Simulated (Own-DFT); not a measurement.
# Point defects and the pressure they add: 4H SiC

No measurement is shown. These are fixed-geometry runs of a retired plane-wave code named Own-DFT, which no person has reviewed; spin and spin-orbit coupling are neglected.

Settings: PBE; PseudoDojo norm-conserving scalar-relativistic files; cutoff 42 hartree; 4 x 4 x 3 k mesh centred on Gamma; Fermi-Dirac smearing of 0.1 eV.

Limits (not all hold for every row): some atoms lie very close together; not probed for a lower state with spin; forces on such cells passed a denser k mesh, each cell not checked; stress not checked against mesh or cutoff.

All runs share one cell, with vectors in Å (9.248, 0.000, 0.000); (-4.624, 8.009, 0.000); (0.000, 0.000, 10.068) and a volume of 745.7 Å³. Atoms were moved at random from their sites; u is the rms move along one axis. The defect's site can differ from row to row.

```
cell,formula,u (Å),P (GPa)
no defect,C36Si36,0.0279,3.66
no defect,C36Si36,0.0313,3.64
no defect,C36Si36,0.0569,5.71
one C on a Si site and one Si on a C site,C36Si36,0.0275,7.67
one C on a Si site and one Si on a C site,C36Si36,0.0308,7.65
one C on a Si site and one Si on a C site,C36Si36,0.0474,8.90
two N on a C site each,C34N2Si36,0.0299,2.60
two N on a C site each,C34N2Si36,0.0300,2.80
two N on a C site each,C34N2Si36,0.0497,?
two N on a C site each,C34N2Si36,0.0528,4.49
two Al on a Si site each,Al2C36Si34,0.0333,6.02
two Al on a Si site each,Al2C36Si34,0.0487,7.53
two Al on a Si site each,Al2C36Si34,0.0563,8.09
one Al on a Si site and one N on a C site,AlC35NSi35,0.0480,4.93
one Al on a Si site and one N on a C site,AlC35NSi35,0.0513,5.46
one Al on a Si site and one N on a C site,AlC35NSi35,0.0549,5.46
```

## Fit

P = P0 + c u² + a shift for each defect gives P0 = 2.81 GPa, c = 918 ± 47 GPa/Å² and a scatter of 0.15 GPa. The shifts, and each times the cell's volume:

- one C on a Si site and one Si on a C site: 4.06 ± 0.12 GPa, 18.9 eV
- two Al on a Si site each: 2.37 ± 0.12 GPa, 11.0 eV (5.5 eV for each of its 2 sites)
- one Al on a Si site and one N on a C site: 0.04 ± 0.13 GPa, 0.2 eV (not resolved)
- two N on a C site each: -0.92 ± 0.12 GPa, -4.3 eV (-2.1 eV for each of its 2 sites)

Positive is outwards. The product with the volume (160.2 GPa Å³ to the eV) is nearly free of the cell's size; divided by the bulk modulus at the cell's pressure it gives the volume that the defect adds. The atoms around the defects weren't relaxed, which would change these numbers.

## The run left out

The question: what pressure belongs in the blank (two N on a C site each, u = 0.0497 Å)?

Estimate: 4.15 ± 0.18 GPa. DFT gave 4.25 GPa.
